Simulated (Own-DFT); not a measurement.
# Computed records: Si3N4 (beta silicon nitride, atoms displaced)

A calculation, not a measurement: plane-wave PBE density functional theory by an unreviewed code, no spin, of a simulated periodic cell, stress positive in tension, free energy of the whole cell less one offset for each atom, forces on such cells passed a denser k mesh, this cell's mesh not checked; offsets are fitted by least squares, one for each functional and potential file, so energies compare only between cells with the same atoms and settings and are not formation energies; the far tail of each file's local potential was reset to the Coulomb form; each entry is a single point on an unrelaxed cell, so the pressure reflects the starting lattice, mostly measured values (interpolated for alloys), from which strain is counted, and rises with the displacements; printed positions are rounded, which can move forces by about a meV/angstrom; the program, named Own-DFT, is a retired in-house code; no spin-orbit coupling. Program: Own-DFT development build.

Common to all runs: functional PBE; potential files PseudoDojo norm-conserving, scalar-relativistic, standard set; wave cutoff 42 hartree; occupations Fermi-Dirac; smearing width 0.1 eV; k mesh 3 x 3 x 3 centred on Gamma.

(1) 
```cif
# cell vector a (Å): 7.6060 0.0000 0.0000
# cell vector b (Å): -3.8030 6.5870 0.0000
# cell vector c (Å): 0.0000 0.0000 8.7270
data_Si3N4
_symmetry_space_group_name_H-M 'P 1'
_symmetry_Int_Tables_number 1
_cell_length_a 7.6060
_cell_length_b 7.6060
_cell_length_c 8.7270
_cell_angle_alpha 90.000
_cell_angle_beta 90.000
_cell_angle_gamma 120.000
_cell_volume 437.23
loop_
_atom_site_label
_atom_site_type_symbol
_atom_site_fract_x
_atom_site_fract_y
_atom_site_fract_z
_atom_site_occupancy
Si1 Si 0.15240 0.78080 0.08168 1
Si2 Si 0.23858 0.39197 0.09154 1
Si3 Si 0.60614 0.82974 0.07900 1
Si4 Si 0.82809 0.23410 0.24455 1
Si5 Si 0.77043 0.59045 0.24432 1
Si6 Si 0.40396 0.17838 0.25052 1
N1 N 0.32094 0.05324 0.07976 1
N2 N 0.96090 0.28283 0.10536 1
N3 N 0.70637 0.67214 0.07774 1
N4 N 0.68934 0.97330 0.26055 1
N5 N 0.00689 0.68959 0.23803 1
N6 N 0.31517 0.35306 0.27025 1
N7 N 0.33280 0.65989 0.09520 1
N8 N 0.65375 0.32230 0.24465 1
Si7 Si 0.17766 0.77919 0.39939 1
Si8 Si 0.21799 0.40660 0.42120 1
Si9 Si 0.59951 0.81067 0.40598 1
Si10 Si 0.82165 0.21826 0.58305 1
Si11 Si 0.75487 0.58957 0.57793 1
Si12 Si 0.41034 0.19725 0.58326 1
N9 N 0.32416 0.03417 0.41598 1
N10 N 0.96632 0.31788 0.42881 1
N11 N 0.69588 0.67957 0.41404 1
N12 N 0.64569 0.92845 0.58349 1
N13 N 0.04493 0.70592 0.58673 1
N14 N 0.30223 0.33801 0.58017 1
N15 N 0.32191 0.64530 0.41000 1
N16 N 0.67336 0.32707 0.56199 1
Si13 Si 0.18507 0.77922 0.72323 1
Si14 Si 0.22572 0.41347 0.74007 1
Si15 Si 0.59562 0.81750 0.73871 1
Si16 Si 0.83167 0.21876 0.92724 1
Si17 Si 0.77004 0.60304 0.90500 1
Si18 Si 0.41526 0.19519 0.92224 1
N17 N 0.33319 0.03803 0.74007 1
N18 N 0.95784 0.27169 0.74448 1
N19 N 0.71343 0.70651 0.73970 1
N20 N 0.67753 0.97815 0.89670 1
N21 N 0.02839 0.70796 0.90619 1
N22 N 0.28921 0.33525 0.90109 1
N23 N 0.36421 0.66930 0.73717 1
N24 N 0.65076 0.32156 0.90891 1
_calc_free_energy_of_cell_above_offsets '5.354'  # eV
_calc_pressure 14.02  # GPa
_calc_stress_xx -16.91  # GPa
_calc_stress_yy -11.86  # GPa
_calc_stress_zz -13.27  # GPa
_calc_stress_yz 4.34  # GPa
_calc_stress_xz 1.09  # GPa
_calc_stress_xy -1.5  # GPa
```

Force:
```tsv
element	x (eV/Å)	y (eV/Å)	z (eV/Å)
Si	4.032	-0.208	-3.007
Si	-1.997	2.762	-0.831
Si	-2.429	-0.324	-0.09
Si	-4.864	-1.952	9.426
Si	-6.033	-2.732	0.679
Si	-1.455	0.112	1.365
N	-0.511	-3.136	1.577
N	5.657	2.587	-9.166
N	-0.019	-0.201	-0.272
N	-0.689	-0.13	-3.289
N	5.3	3.079	2.045
N	1.84	-2.904	-3.831
N	-1.144	2.001	-1.118
N	2.297	2.343	-0.326
Si	1.413	-2.601	2.939
Si	0.4	-1.895	0.771
Si	-8.942	3.628	2.342
Si	-1.383	-2.962	0.06
Si	2.473	1.107	0.336
Si	1.831	-3.605	-0.254
N	-0.108	0.23	-0.954
N	0.141	-1.357	-3.072
N	9.266	-6.543	-0.858
N	-0.02	8.312	-6.925
N	-6.021	-3.343	-8.533
N	-0.745	0.445	0.139
N	-1.588	7.395	-0.542
N	-2.753	1.876	1.372
Si	4.74	2.276	8.486
Si	-0.251	-0.399	0.408
Si	-3.216	5.059	4.319
Si	-1.539	2.541	-2.221
Si	0.077	-1.041	-0.283
Si	-4.525	-3.831	-4.073
N	0.038	0.946	1.558
N	1.089	2.272	2.135
N	10.23	-7.707	1.119
N	-0.272	-3.372	3.961
N	1.293	0.14	-0.38
N	1.49	-0.95	3.882
N	-9.225	-3.433	0.935
N	6.122	5.514	0.175
```

(2) 
```cif
# cell vector a (Å): 7.6060 0.0000 0.0000
# cell vector b (Å): -3.8030 6.5870 0.0000
# cell vector c (Å): 0.0000 0.0000 8.7270
data_Si3N4
_symmetry_space_group_name_H-M 'P 1'
_symmetry_Int_Tables_number 1
_cell_length_a 7.6060
_cell_length_b 7.6060
_cell_length_c 8.7270
_cell_angle_alpha 90.000
_cell_angle_beta 90.000
_cell_angle_gamma 120.000
_cell_volume 437.23
loop_
_atom_site_label
_atom_site_type_symbol
_atom_site_fract_x
_atom_site_fract_y
_atom_site_fract_z
_atom_site_occupancy
Si1 Si 0.16863 0.74271 0.08476 1
Si2 Si 0.21977 0.39490 0.09655 1
Si3 Si 0.61104 0.83423 0.09413 1
Si4 Si 0.83253 0.22421 0.26523 1
Si5 Si 0.75909 0.59980 0.25300 1
Si6 Si 0.37897 0.15606 0.26396 1
N1 N 0.34192 0.02945 0.07754 1
N2 N 0.97267 0.28127 0.10031 1
N3 N 0.68900 0.65977 0.07550 1
N4 N 0.68822 0.97632 0.25202 1
N5 N 0.99131 0.65569 0.27010 1
N6 N 0.29766 0.32341 0.24852 1
N7 N 0.30052 0.63754 0.07287 1
N8 N 0.66781 0.32242 0.25143 1
Si7 Si 0.15669 0.74932 0.43803 1
Si8 Si 0.25000 0.41207 0.42953 1
Si9 Si 0.62407 0.84641 0.42160 1
Si10 Si 0.82028 0.22754 0.58876 1
Si11 Si 0.74398 0.58541 0.58984 1
Si12 Si 0.37844 0.15988 0.59667 1
N9 N 0.34592 0.04598 0.42561 1
N10 N 0.00068 0.33836 0.41475 1
N11 N 0.69871 0.66376 0.41408 1
N12 N 0.69865 0.96809 0.57972 1
N13 N 0.04044 0.71333 0.57931 1
N14 N 0.29312 0.30999 0.58588 1
N15 N 0.32007 0.65534 0.40551 1
N16 N 0.64723 0.32012 0.59330 1
Si13 Si 0.17967 0.76495 0.75729 1
Si14 Si 0.23147 0.38637 0.76379 1
Si15 Si 0.59548 0.83990 0.75115 1
Si16 Si 0.81531 0.22162 0.92147 1
Si17 Si 0.77857 0.61612 0.92757 1
Si18 Si 0.41124 0.19259 0.91851 1
N17 N 0.33328 0.05649 0.74911 1
N18 N 0.97887 0.29936 0.73489 1
N19 N 0.68111 0.64884 0.74390 1
N20 N 0.69973 0.99291 0.92132 1
N21 N 0.00847 0.70216 0.92634 1
N22 N 0.30176 0.31661 0.89607 1
N23 N 0.33000 0.63820 0.72657 1
N24 N 0.68787 0.34280 0.93117 1
_calc_free_energy_of_cell_above_offsets '10.481'  # eV
_calc_pressure 16.71  # GPa
_calc_stress_xx -16.35  # GPa
_calc_stress_yy -13.79  # GPa
_calc_stress_zz -19.98  # GPa
_calc_stress_yz 2.75  # GPa
_calc_stress_xz 0.88  # GPa
_calc_stress_xy 5.68  # GPa
```

Force:
```tsv
element	x (eV/Å)	y (eV/Å)	z (eV/Å)
Si	-6.101	3.918	2.409
Si	1.359	-1.364	-1.971
Si	-2.405	-0.902	-2.745
Si	-1.72	5.461	-0.701
Si	0.789	-5.966	-1.774
Si	4.664	2.388	-4.78
N	-1.022	-2.208	1.618
N	-1.895	-0.997	-3.273
N	-3.241	2.023	5.107
N	0.01	-2.948	1.205
N	6.061	4.99	-2.085
N	0.316	0.593	2.147
N	6.426	2.567	-0.396
N	-2.391	0.013	0.507
Si	5.788	2.362	-12.22
Si	-0.623	-0.796	-1.826
Si	-2.886	-5.277	-2.92
Si	-0.425	3.434	-2.829
Si	4.513	-2.38	-3.453
Si	4.606	3.321	-8.163
N	-0.664	-6.058	1.709
N	-3.248	-4.188	2.041
N	-2.759	1.56	2.665
N	-0.973	1.534	3.257
N	-7.159	-2.597	12.09
N	-3.74	3.502	0.6
N	2.993	4.605	0.647
N	2.106	0.905	-0.097
Si	-1.291	0.063	-1.131
Si	-5.196	2.305	-9.907
Si	1.459	-3.363	-0.128
Si	3	10.11	0.384
Si	-2.983	-6.656	-6.004
Si	6.6	-3.237	1.745
N	1.546	-9.416	8.404
N	-0.958	-0.394	4.74
N	-2.178	3.495	5.443
N	-1.073	-11.87	-0.58
N	9.031	3.854	-1.645
N	-0.814	1.089	10.47
N	-1.486	5.784	2.216
N	-4.036	0.739	-0.771
```

(3) 
```cif
# cell vector a (Å): 7.6060 0.0000 0.0000
# cell vector b (Å): -3.8030 6.5870 0.0000
# cell vector c (Å): 0.0000 0.0000 8.7270
data_Si3N4
_symmetry_space_group_name_H-M 'P 1'
_symmetry_Int_Tables_number 1
_cell_length_a 7.6060
_cell_length_b 7.6060
_cell_length_c 8.7270
_cell_angle_alpha 90.000
_cell_angle_beta 90.000
_cell_angle_gamma 120.000
_cell_volume 437.23
loop_
_atom_site_label
_atom_site_type_symbol
_atom_site_fract_x
_atom_site_fract_y
_atom_site_fract_z
_atom_site_occupancy
Si1 Si 0.16667 0.78866 0.08304 1
Si2 Si 0.20060 0.38240 0.09956 1
Si3 Si 0.59813 0.81377 0.06632 1
Si4 Si 0.81406 0.24626 0.25730 1
Si5 Si 0.77097 0.62878 0.26766 1
Si6 Si 0.42339 0.19396 0.24276 1
N1 N 0.31745 0.04914 0.09770 1
N2 N 0.97695 0.32172 0.08927 1
N3 N 0.68679 0.67586 0.08319 1
N4 N 0.64636 0.97342 0.24562 1
N5 N 0.04286 0.68658 0.23708 1
N6 N 0.30700 0.35760 0.24762 1
N7 N 0.33552 0.68263 0.06929 1
N8 N 0.68960 0.34699 0.25419 1
Si7 Si 0.17037 0.74328 0.42090 1
Si8 Si 0.25767 0.40240 0.41318 1
Si9 Si 0.63177 0.83311 0.41188 1
Si10 Si 0.82562 0.22692 0.58584 1
Si11 Si 0.77777 0.59056 0.58989 1
Si12 Si 0.41340 0.17017 0.58303 1
N9 N 0.35843 0.04976 0.40762 1
N10 N 0.95919 0.27553 0.39860 1
N11 N 0.68702 0.64044 0.42420 1
N12 N 0.66069 0.96674 0.59763 1
N13 N 0.02920 0.69554 0.58576 1
N14 N 0.30116 0.32283 0.57846 1
N15 N 0.32929 0.65634 0.40854 1
N16 N 0.64916 0.33501 0.57965 1
Si13 Si 0.15842 0.73900 0.76384 1
Si14 Si 0.23048 0.38965 0.75388 1
Si15 Si 0.59307 0.82948 0.75478 1
Si16 Si 0.81899 0.23088 0.92396 1
Si17 Si 0.75070 0.58558 0.92107 1
Si18 Si 0.38540 0.17588 0.92806 1
N17 N 0.34203 0.05345 0.74478 1
N18 N 0.96502 0.29780 0.75514 1
N19 N 0.69418 0.68708 0.76262 1
N20 N 0.62033 0.95660 0.92727 1
N21 N 0.02906 0.69532 0.89984 1
N22 N 0.29671 0.31351 0.92454 1
N23 N 0.31546 0.63033 0.76151 1
N24 N 0.69775 0.36921 0.91954 1
_calc_free_energy_of_cell_above_offsets '11.288'  # eV
_calc_pressure 17.2  # GPa
_calc_stress_xx -20.87  # GPa
_calc_stress_yy -12.82  # GPa
_calc_stress_zz -17.92  # GPa
_calc_stress_yz 4.09  # GPa
_calc_stress_xz 0.59  # GPa
_calc_stress_xy 7.59  # GPa
```

Force:
```tsv
element	x (eV/Å)	y (eV/Å)	z (eV/Å)
Si	5.207	-1.427	-3.568
Si	4.692	7.006	-5.332
Si	-9.877	3.008	5.631
Si	7.268	-5.496	-3.259
Si	6.86	-4.168	-9.598
Si	0.39	1.198	4.572
N	-0.154	-2.194	-3.603
N	-7.094	-4.559	-1.078
N	8.276	-4.545	2.229
N	2.704	-0.722	0.062
N	-5.166	-0.405	5.339
N	6.389	-3.462	-0.757
N	-0.99	-2.505	1.066
N	-11.45	5.385	-0.879
Si	0.701	3.554	-2.335
Si	-5.715	1.579	3.549
Si	-6.646	1.305	0.875
Si	-0.7	0.713	-1.486
Si	-2.466	-0.602	2.528
Si	-3.117	-1.019	-2.594
N	-1.336	-3.065	0.899
N	3.042	1.391	6.621
N	-3.035	2.998	4.657
N	0.973	0.476	-3.947
N	0.634	0.296	-0.075
N	-0.289	-0.248	1.727
N	3.155	0.558	1.281
N	6.663	2.356	0.765
Si	7.275	3.839	-8.957
Si	-0.152	-1.968	-0.759
Si	-4.308	-1.554	1.37
Si	0.038	0.14	-0.021
Si	-0.41	8.884	-0.72
Si	8.25	-3.994	-3.247
N	-0.059	-4.748	4.687
N	0.311	-0.909	-0.152
N	4.506	-2.901	-1.452
N	1.665	6.285	-4.697
N	-7.198	-0.361	11.04
N	-8.17	5.373	0.336
N	-0.322	6.06	-1.16
N	-0.346	-11.55	0.44
```

(4) 
```cif
# cell vector a (Å): 7.6060 0.0000 0.0000
# cell vector b (Å): -3.8030 6.5870 0.0000
# cell vector c (Å): 0.0000 0.0000 8.7270
data_Si3N4
_symmetry_space_group_name_H-M 'P 1'
_symmetry_Int_Tables_number 1
_cell_length_a 7.6060
_cell_length_b 7.6060
_cell_length_c 8.7270
_cell_angle_alpha 90.000
_cell_angle_beta 90.000
_cell_angle_gamma 120.000
_cell_volume 437.23
loop_
_atom_site_label
_atom_site_type_symbol
_atom_site_fract_x
_atom_site_fract_y
_atom_site_fract_z
_atom_site_occupancy
Si1 Si 0.16710 0.76414 0.06410 1
Si2 Si 0.22170 0.41426 0.09100 1
Si3 Si 0.56746 0.79303 0.09039 1
Si4 Si 0.81466 0.23059 0.24624 1
Si5 Si 0.78194 0.58892 0.24674 1
Si6 Si 0.41686 0.18107 0.24956 1
N1 N 0.35648 0.07131 0.07530 1
N2 N 0.97131 0.29419 0.09647 1
N3 N 0.70239 0.67623 0.07851 1
N4 N 0.66380 0.95849 0.26200 1
N5 N 0.00708 0.69787 0.26191 1
N6 N 0.29854 0.32359 0.25546 1
N7 N 0.32342 0.65417 0.08580 1
N8 N 0.67792 0.34570 0.25217 1
Si7 Si 0.20124 0.77588 0.42951 1
Si8 Si 0.23784 0.41949 0.41259 1
Si9 Si 0.61140 0.81199 0.41853 1
Si10 Si 0.82164 0.24210 0.59325 1
Si11 Si 0.76626 0.59762 0.59647 1
Si12 Si 0.40870 0.18309 0.58816 1
N9 N 0.31930 0.01712 0.43038 1
N10 N 0.96717 0.30100 0.42006 1
N11 N 0.70705 0.66341 0.41411 1
N12 N 0.65206 0.95552 0.57643 1
N13 N 0.01271 0.68398 0.58376 1
N14 N 0.31754 0.32872 0.57732 1
N15 N 0.32462 0.67858 0.40972 1
N16 N 0.66398 0.34568 0.56557 1
Si13 Si 0.14937 0.74069 0.76330 1
Si14 Si 0.22950 0.40651 0.75847 1
Si15 Si 0.58572 0.80888 0.75214 1
Si16 Si 0.80262 0.23803 0.90983 1
Si17 Si 0.76367 0.60873 0.91621 1
Si18 Si 0.42559 0.17808 0.91900 1
N17 N 0.32170 0.02520 0.75325 1
N18 N 0.94380 0.28048 0.76722 1
N19 N 0.68013 0.66810 0.73023 1
N20 N 0.66915 0.98571 0.92645 1
N21 N 0.03938 0.69748 0.91288 1
N22 N 0.29766 0.34978 0.90728 1
N23 N 0.33261 0.64910 0.77219 1
N24 N 0.65214 0.33194 0.92404 1
_calc_free_energy_of_cell_above_offsets '9.663'  # eV
_calc_pressure 17.92  # GPa
_calc_stress_xx -25.23  # GPa
_calc_stress_yy -16.27  # GPa
_calc_stress_zz -12.27  # GPa
_calc_stress_yz 0.94  # GPa
_calc_stress_xz 4.81  # GPa
_calc_stress_xy 1.66  # GPa
```

Force:
```tsv
element	x (eV/Å)	y (eV/Å)	z (eV/Å)
Si	2.042	3.116	9.218
Si	3.112	-6.333	-1.355
Si	1.743	7.739	0.261
Si	2.962	-2.018	3.085
Si	-8.365	-0.163	0.831
Si	-0.951	-0.708	2.536
N	-0.984	-8.183	5.199
N	-2.711	-0.032	-2.879
N	1.164	-1.012	0.928
N	-0.5	0.533	-3.222
N	11.68	6.147	-2.335
N	-0.793	1.681	-1.3
N	-3.522	3.739	-0.013
N	-1.753	-3.957	-0.644
Si	-12.48	0.508	-0.133
Si	-0.573	-2.335	1.694
Si	-3.304	2.122	0.069
Si	0.32	-2.188	-3.285
Si	1.588	-1.805	-7.74
Si	2.499	-4.517	-0.188
N	0.463	5.729	-2.16
N	0.186	0.028	0.558
N	0.202	-0.985	0.562
N	0.471	1.682	3.159
N	3.837	1.536	2.503
N	-7.416	4.658	1.084
N	11.82	-6.15	-0.485
N	1.332	-2.156	2.3
Si	6.377	4.777	-11.35
Si	-1.502	-3.428	-5.674
Si	-4.816	6.923	-0.076
Si	2.841	-2.053	6.042
Si	0.141	-2.164	-1.681
Si	-8.575	-1.787	-6.375
N	0.413	-0.391	0.648
N	3.853	3.119	-5.382
N	3.511	-1.522	7.138
N	-0.442	-5.716	-0.531
N	-8.802	-3.767	4.103
N	4.798	-3.372	7.245
N	-4.062	4.006	-1.427
N	4.205	8.699	-0.934
```

(5) 
```cif
# cell vector a (Å): 7.6060 0.0000 0.0000
# cell vector b (Å): -3.8030 6.5870 0.0000
# cell vector c (Å): 0.0000 0.0000 8.7270
data_Si3N4
_symmetry_space_group_name_H-M 'P 1'
_symmetry_Int_Tables_number 1
_cell_length_a 7.6060
_cell_length_b 7.6060
_cell_length_c 8.7270
_cell_angle_alpha 90.000
_cell_angle_beta 90.000
_cell_angle_gamma 120.000
_cell_volume 437.23
loop_
_atom_site_label
_atom_site_type_symbol
_atom_site_fract_x
_atom_site_fract_y
_atom_site_fract_z
_atom_site_occupancy
Si1 Si 0.16431 0.78195 0.08081 1
Si2 Si 0.23632 0.38093 0.08787 1
Si3 Si 0.59177 0.81632 0.08968 1
Si4 Si 0.81113 0.23027 0.24934 1
Si5 Si 0.78781 0.59695 0.22600 1
Si6 Si 0.39641 0.16832 0.23664 1
N1 N 0.30257 0.01416 0.09099 1
N2 N 0.97031 0.31266 0.08376 1
N3 N 0.72880 0.69365 0.08428 1
N4 N 0.67273 0.94574 0.25301 1
N5 N 0.03123 0.69141 0.24858 1
N6 N 0.28749 0.32315 0.24924 1
N7 N 0.33263 0.67324 0.07944 1
N8 N 0.67158 0.32635 0.24818 1
Si7 Si 0.15782 0.78204 0.42325 1
Si8 Si 0.22745 0.37770 0.40811 1
Si9 Si 0.59562 0.78972 0.40878 1
Si10 Si 0.81582 0.20416 0.59452 1
Si11 Si 0.75064 0.58647 0.58648 1
Si12 Si 0.39930 0.18263 0.57583 1
N9 N 0.33993 0.02503 0.41852 1
N10 N 0.97216 0.28834 0.40294 1
N11 N 0.72550 0.67735 0.40759 1
N12 N 0.67872 0.97237 0.59269 1
N13 N 0.03029 0.70099 0.60081 1
N14 N 0.30380 0.32736 0.57222 1
N15 N 0.31204 0.65514 0.41602 1
N16 N 0.65850 0.34945 0.59340 1
Si13 Si 0.19035 0.77542 0.75164 1
Si14 Si 0.22393 0.41617 0.76680 1
Si15 Si 0.59545 0.83229 0.74555 1
Si16 Si 0.82890 0.22244 0.92048 1
Si17 Si 0.77185 0.58172 0.91821 1
Si18 Si 0.39754 0.16782 0.93273 1
N17 N 0.34022 0.05717 0.74609 1
N18 N 0.97598 0.32095 0.74263 1
N19 N 0.68941 0.66949 0.74762 1
N20 N 0.66925 0.98512 0.90690 1
N21 N 0.02294 0.70147 0.91837 1
N22 N 0.29392 0.31447 0.92010 1
N23 N 0.34812 0.64670 0.75944 1
N24 N 0.67563 0.34258 0.90651 1
_calc_free_energy_of_cell_above_offsets '5.836'  # eV
_calc_pressure 13.89  # GPa
_calc_stress_xx -9.49  # GPa
_calc_stress_yy -20.99  # GPa
_calc_stress_zz -11.17  # GPa
_calc_stress_yz -1.3  # GPa
_calc_stress_xz -2.18  # GPa
_calc_stress_xy 1.3  # GPa
```

Force:
```tsv
element	x (eV/Å)	y (eV/Å)	z (eV/Å)
Si	2.712	-8.927	0.406
Si	-6.846	5.17	-3.09
Si	-1.445	0.839	-2.338
Si	7.254	-3.589	0.473
Si	-1.374	-1.913	5.533
Si	2.26	1.095	6.042
N	1.005	6.633	-1.779
N	1.15	-1.138	0.107
N	-1.162	-1.222	-3.249
N	-0.824	3.733	-0.225
N	1.012	1.5	0.237
N	5.854	-2.977	-1.567
N	0.508	-1.695	-0.202
N	-7.371	1.807	-1.139
Si	3.15	-3.91	0.596
Si	-5.692	4.964	4.849
Si	-6.489	2.756	1.254
Si	-0.529	9.058	-3.858
Si	2.165	3.822	0.055
Si	3.699	-0.615	1.111
N	-0.93	2.504	-2.126
N	-2.187	-1.496	2.456
N	2.298	-2.305	0.052
N	-0.765	-5.862	-3.343
N	-1.105	0.263	-2.634
N	-3.49	1.71	1.975
N	3.116	-0.043	0.234
N	3.223	-6.531	-1.122
Si	-0.634	0.212	0.589
Si	2.632	-6.726	-3.133
Si	1.211	-1.96	2.652
Si	-0.612	4.661	-1.06
Si	-3.339	4.299	-2.492
Si	3.102	0.825	-5.484
N	0.418	-4.634	2.679
N	-0.541	-1.563	2.638
N	1.309	-0.098	1.747
N	-0.166	-4.684	2.003
N	2.92	1.771	-1.003
N	-1.216	0.717	0.47
N	-3.686	8.997	-0.411
N	-0.594	-5.449	2.096
```
